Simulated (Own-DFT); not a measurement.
SiC (4H silicon carbide, strained, atoms displaced), Si₃N₄ (beta silicon nitride, strained, atoms displaced), SiC (4H silicon carbide, atoms displaced) (calculated)

Computed with Own-DFT development build. A calculation, not a measurement: plane-wave PBE density functional theory by an unreviewed code, no spin, of a simulated periodic cell, stress positive in tension, free energy of the whole cell less one offset for each atom, forces on such cells passed a denser k mesh, this cell's mesh not checked; offsets are fitted by least squares, one for each functional and potential file, so energies compare only between cells with the same atoms and settings and are not formation energies; the far tail of each file's local potential was reset to the Coulomb form; each entry is a single point on an unrelaxed cell, so the pressure reflects the starting lattice, mostly measured values (interpolated for alloys), from which strain is counted, and rises with the displacements; printed positions are rounded, which can move forces by about a meV/angstrom; the program, named Own-DFT, is a retired in-house code; no spin-orbit coupling.

Settings shared by all entries: functional PBE; potential files PseudoDojo norm-conserving, scalar-relativistic, standard set; wave cutoff 42 hartree; occupations Fermi-Dirac; smearing width 0.1 eV.

(1) SiC (4H silicon carbide, strained, atoms displaced)

```
SiC
1.0
      9.2369    -0.1258    -0.1331
     -4.7274     7.9229     0.0762
     -0.1449     0.0121    10.1842
Si C Si C Si C Si C Si C Si C Si C Si C Si C Si C Si C Si C Si C Si C Si C Si C Si C Si C
2 2 2 2 2 2 2 2 2 2 2 2 2 2 2 2 2 2 2 2 2 2 2 2 2 2 2 2 2 2 2 2 2 2 2 2
Direct
  0.98576 0.99290 0.40928
  0.10165 0.21469 0.14905
  0.00409 0.00380 0.09272
  0.11411 0.22871 0.34167
  0.00712 0.32363 0.40292
  0.11414 0.55392 0.16802
  0.99455 0.32623 0.09824
  0.10948 0.55184 0.34800
  0.01199 0.67437 0.40711
  0.10448 0.89398 0.15830
  0.99739 0.66822 0.09433
  0.10110 0.87468 0.34193
  0.33012 0.99947 0.39659
  0.44027 0.21793 0.16372
  0.34005 0.00275 0.09720
  0.43870 0.20876 0.34686
  0.33625 0.33504 0.40679
  0.44154 0.54604 0.15882
  0.33840 0.33725 0.10000
  0.44979 0.56046 0.33719
  0.32602 0.66327 0.41475
  0.45035 0.88890 0.15407
  0.34305 0.67435 0.09692
  0.44371 0.89538 0.33982
  0.68824 0.01406 0.40964
  0.77830 0.22807 0.15987
  0.68026 0.00296 0.09398
  0.76458 0.20933 0.34446
  0.66169 0.33219 0.40720
  0.78499 0.55217 0.15659
  0.66322 0.33243 0.10638
  0.78210 0.56511 0.34479
  0.67475 0.68088 0.40320
  0.76582 0.88543 0.14897
  0.67257 0.67144 0.09619
  0.78596 0.88571 0.33972
  0.00834 0.00726 0.91001
  0.88870 0.77757 0.65385
  0.00487 0.99845 0.59144
  0.88226 0.77607 0.84633
  0.00626 0.68154 0.90876
  0.88039 0.43549 0.65399
  0.99732 0.65212 0.59284
  0.89476 0.44659 0.84842
  0.99371 0.32132 0.90581
  0.87997 0.12022 0.65431
  0.00921 0.34247 0.59732
  0.89558 0.11334 0.84863
  0.67219 0.00546 0.90374
  0.56251 0.78831 0.65632
  0.65951 0.99224 0.58873
  0.54914 0.77222 0.84845
  0.67307 0.67548 0.90420
  0.56065 0.44555 0.65836
  0.66700 0.66843 0.59691
  0.56230 0.45657 0.84799
  0.66745 0.34173 0.90382
  0.55501 0.11171 0.65755
  0.67125 0.33019 0.58439
  0.56226 0.12159 0.84821
  0.33432 0.99562 0.89765
  0.22705 0.78871 0.65381
  0.33497 0.99912 0.58633
  0.22689 0.78124 0.84151
  0.34618 0.66571 0.91063
  0.22290 0.44789 0.65462
  0.32620 0.66490 0.59498
  0.23233 0.46736 0.84761
  0.34123 0.33915 0.90923
  0.22875 0.11238 0.65396
  0.32224 0.32503 0.58906
  0.22163 0.10612 0.84177
```

```
hardware                          : one NVIDIA H100
k mesh                            : 4 x 4 x 3 centred on Gamma
free energy of cell above offsets : -3.266 eV
pressure                          : 8.27 GPa
stress xx                         : -5.4 GPa
stress yy                         : -19.61 GPa
stress zz                         : 0.2 GPa
stress yz                         : 1.1 GPa
stress xz                         : -4.83 GPa
stress xy                         : -6 GPa
wall time                         : 349.5 s
```

Force:
```csv
element,x (eV/Å),y (eV/Å),z (eV/Å)
Si,4.458,2.01,-0.022
Si,1.088,2.258,2.095
C,-1.173,-1.31,-0.515
C,1.153,-2.462,-0.711
Si,-3.058,1.701,1.162
Si,-0.057,0.829,-2.517
C,0.129,1.497,-0.884
C,-0.42,-0.415,0.099
Si,-1.312,-3.983,1.08
Si,2.44,-1.25,-0.172
C,1.755,0.292,-0.126
C,-0.47,4.506,-0.347
Si,0.59,-2.603,1.436
Si,0.374,0.419,-0.655
C,-1.097,-0.858,-1.39
C,-1.35,3.848,-0.506
Si,0.397,0,-0.749
Si,0.162,3.47,-0.372
C,-0.688,-2.605,-1.62
C,-0.631,-0.389,2.567
Si,1.78,1.574,-2.055
Si,-0.37,1.24,1.078
C,-0.358,-2.42,-0.493
C,1.507,-1.207,1.129
Si,-2.371,-5.308,-0.91
Si,0.196,-1.538,-0.031
C,-3.498,1.292,-1.196
C,1.232,4.967,-0.574
Si,0.931,0.64,-1.633
Si,-2.168,1.492,1.057
C,0.2,-0.315,-2.182
C,0.26,-1.389,0.2
Si,0.075,-3.794,1.008
Si,3.441,0.147,1.686
C,-0.179,-2.124,-1.178
C,-3.694,2.057,-1.2
Si,-0.235,-1.521,-0.875
Si,1.192,-0.425,0.675
C,-1.696,0.351,0.432
C,1.924,1.942,-1.107
Si,0.807,-2.042,-0.212
Si,2.158,1.464,1.416
C,-0.83,2.899,0.086
C,-1.025,-0.109,-0.802
Si,0.162,4.642,1.342
Si,3.246,-1.015,0.814
C,-2.012,-2.069,-1.411
C,-0.582,-1.738,-2.087
Si,-0.292,-0.711,1.319
Si,-0.556,-3.949,0.919
C,0.071,3.111,0.85
C,2.463,3.161,-2.002
Si,-1.024,-0.417,2.032
Si,-0.935,-0.35,-0.675
C,-0.698,0.259,-1.071
C,0.135,-1.643,-1.154
Si,1.256,0.451,1.92
Si,0.09,-0.249,-0.592
C,-2.087,-0.435,2.058
C,0.192,-1.258,-1.496
Si,-0.136,1.367,2.603
Si,-0.175,-2.929,0.802
C,-0.483,1.221,0.296
C,0.371,-0.688,-0.047
Si,-3.827,2.566,1.932
Si,1.393,0.12,1.816
C,1.312,1.6,0.165
C,0.485,-6.596,-1.419
Si,-1.086,-0.171,-0.078
Si,-0.718,-1.089,0.096
C,1.377,2.316,0.991
C,0.485,1.662,-0.094
```

(2) Si₃N₄ (beta silicon nitride, strained, atoms displaced)

```
Si3N4
1.0
      7.5827     0.1016    -0.0974
     -3.7034     6.5977    -0.0595
     -0.1118    -0.1434     8.7830
Si N Si N Si N
6 8 6 8 6 8
Direct
  0.17924 0.76550 0.08982
  0.23931 0.40547 0.08510
  0.59299 0.82884 0.09527
  0.82943 0.23363 0.25180
  0.77229 0.58397 0.24471
  0.40529 0.18147 0.25904
  0.32797 0.01913 0.08739
  0.96158 0.30143 0.08418
  0.70502 0.66988 0.08791
  0.66336 0.96634 0.25315
  0.02958 0.70431 0.23812
  0.31074 0.33368 0.25498
  0.31954 0.65571 0.07965
  0.65819 0.33615 0.25223
  0.17735 0.77896 0.41065
  0.21815 0.39450 0.42013
  0.59210 0.83101 0.42116
  0.83460 0.23849 0.59241
  0.76607 0.59847 0.57790
  0.40999 0.17825 0.58847
  0.34006 0.05175 0.41627
  0.96244 0.28976 0.42403
  0.71389 0.65909 0.41086
  0.66996 0.95826 0.57956
  0.03036 0.69376 0.59132
  0.30820 0.33234 0.57964
  0.32275 0.66479 0.41828
  0.66838 0.32149 0.58905
  0.19025 0.78173 0.74110
  0.22806 0.41070 0.74726
  0.58509 0.81287 0.75599
  0.83311 0.23661 0.91022
  0.76720 0.59227 0.91246
  0.40435 0.17468 0.92162
  0.33087 0.03125 0.74265
  0.97305 0.30382 0.74303
  0.70030 0.66667 0.74346
  0.65741 0.96311 0.91479
  0.03522 0.70224 0.91437
  0.30614 0.34229 0.91876
  0.32972 0.67056 0.74993
  0.66281 0.32378 0.92302
```

```
k mesh                            : 3 x 3 x 3 centred on Gamma
free energy of cell above offsets : -3.031 eV
pressure                          : 5.55 GPa
stress xx                         : -8.76 GPa
stress yy                         : -2.02 GPa
stress zz                         : -5.87 GPa
stress yz                         : -5.39 GPa
stress xz                         : -4.73 GPa
stress xy                         : 5.15 GPa
```

Force:
```csv
element,x (eV/Å),y (eV/Å),z (eV/Å)
Si,-2.511,0.35,-3.236
Si,-1.971,-0.2,1.039
Si,-0.16,-2.219,-4.002
Si,-2.054,-0.841,-0.496
Si,-0.682,1.717,0.169
Si,2.571,-1.693,-2.619
N,-0.111,2.983,-0.001
N,2.478,0.176,0.572
N,-1.33,0.392,-1.918
N,0.209,1.879,1.929
N,0.381,-0.147,2.887
N,-4.012,1.795,-0.443
N,3.847,1.043,0.756
N,2.946,-2.225,-0.21
Si,-1.432,0.067,1.302
Si,0.994,2.014,-0.872
Si,0.721,-3.288,-2.601
Si,-2.275,-3.751,-4.338
Si,2.838,-2.009,1.275
Si,1.612,0.119,-0.467
N,-0.319,-4.232,1.016
N,0.688,0.317,-0.729
N,-3.614,2.373,-0.532
N,0.105,2.537,4.058
N,-0.733,0.42,-3.71
N,-2.093,1.203,1.867
N,2.011,-0.298,-0.225
N,-1.843,2.386,0.005
Si,-3.468,-1.324,3.044
Si,1.835,0.455,0.175
Si,0.303,1.495,-2.041
Si,-1.131,-1.941,1.068
Si,1.517,0.258,0.972
Si,0.775,-1.391,-0.009
N,-0.118,1.696,1.735
N,1.874,0.277,4.457
N,-0.617,-0.334,1.123
N,0.878,1.275,1.532
N,-0.431,-0.044,-0.637
N,0.464,-1.136,-1.12
N,2.484,-1.776,-0.069
N,-0.629,1.623,-0.706
```

(3) SiC (4H silicon carbide, atoms displaced)

```
SiC
1.0
      6.1654     0.0000     0.0000
     -3.0827     5.3394     0.0000
      0.0000     0.0000    10.0681
Si C Si C Si C Si C Si C Si C Si C Si C
2 2 2 2 2 2 2 2 2 2 2 2 2 2 2 2
Direct
  0.00873 0.99897 0.40644
  0.18169 0.35614 0.16581
  0.96254 0.97925 0.09888
  0.17832 0.33760 0.35579
  0.00055 0.48097 0.41288
  0.16246 0.82292 0.15320
  0.99134 0.51367 0.07410
  0.15382 0.83004 0.33499
  0.47157 0.99294 0.41145
  0.65328 0.33060 0.15823
  0.47860 0.98266 0.10204
  0.61568 0.31651 0.33709
  0.52234 0.49964 0.41240
  0.68550 0.84118 0.16333
  0.50942 0.52888 0.09836
  0.64468 0.82695 0.34683
  0.96645 0.01416 0.90771
  0.86005 0.66732 0.63128
  0.02549 0.02562 0.62273
  0.81114 0.65273 0.83357
  0.98803 0.46842 0.91302
  0.84569 0.17508 0.65935
  0.00561 0.51088 0.58966
  0.82873 0.16903 0.84077
  0.49947 0.00423 0.89148
  0.34492 0.65442 0.64935
  0.50037 0.00425 0.60217
  0.34579 0.68129 0.83536
  0.48174 0.48402 0.90906
  0.32047 0.12943 0.64370
  0.48595 0.48545 0.59390
  0.33757 0.16659 0.84849
```

```
k mesh                            : 5 x 5 x 3 centred on Gamma
free energy of cell above offsets : 5.755 eV
pressure                          : 11.2 GPa
stress xx                         : -16.11 GPa
stress yy                         : -7.66 GPa
stress zz                         : -9.83 GPa
stress yz                         : -2.9 GPa
stress xz                         : 4.09 GPa
stress xy                         : 2.06 GPa
```

Force:
```csv
element,x (eV/Å),y (eV/Å),z (eV/Å)
Si,-2.516,0.296,0.153
Si,-0.998,-1.501,-1.221
C,6.693,5.566,-2.467
C,-0.556,-0.553,-1.325
Si,-1.645,1.058,-2.833
Si,-2.209,0.722,-1.374
C,0.612,-1.725,8.266
C,0.318,-2.098,2.494
Si,2.057,-0.059,-1.328
Si,-0.162,-0.436,-2.234
C,2.428,2.43,-1.925
C,5.961,-1.177,0.882
Si,-4.822,2.238,0.76
Si,-7.171,-1.729,1.794
C,0.037,-3.368,-0.624
C,1.857,1.113,1.634
Si,6.325,-4.94,0.713
Si,-6.66,1.604,6.309
C,-5.102,-4.827,-5.614
C,1.274,0.562,0.904
Si,-1.228,5.359,-6.509
Si,-1.488,0.376,-0.236
C,4.036,-2.899,-0.33
C,-1.859,0.481,-1.035
Si,-1.176,-1.219,3.308
Si,-1.54,1.515,2.139
C,3.553,-2.266,-2.71
C,-0.76,-3.018,0.64
Si,1.273,2.639,-1.271
Si,2.499,7.135,5.466
C,3.64,-0.553,-1.543
C,-2.672,-0.727,-0.882
```
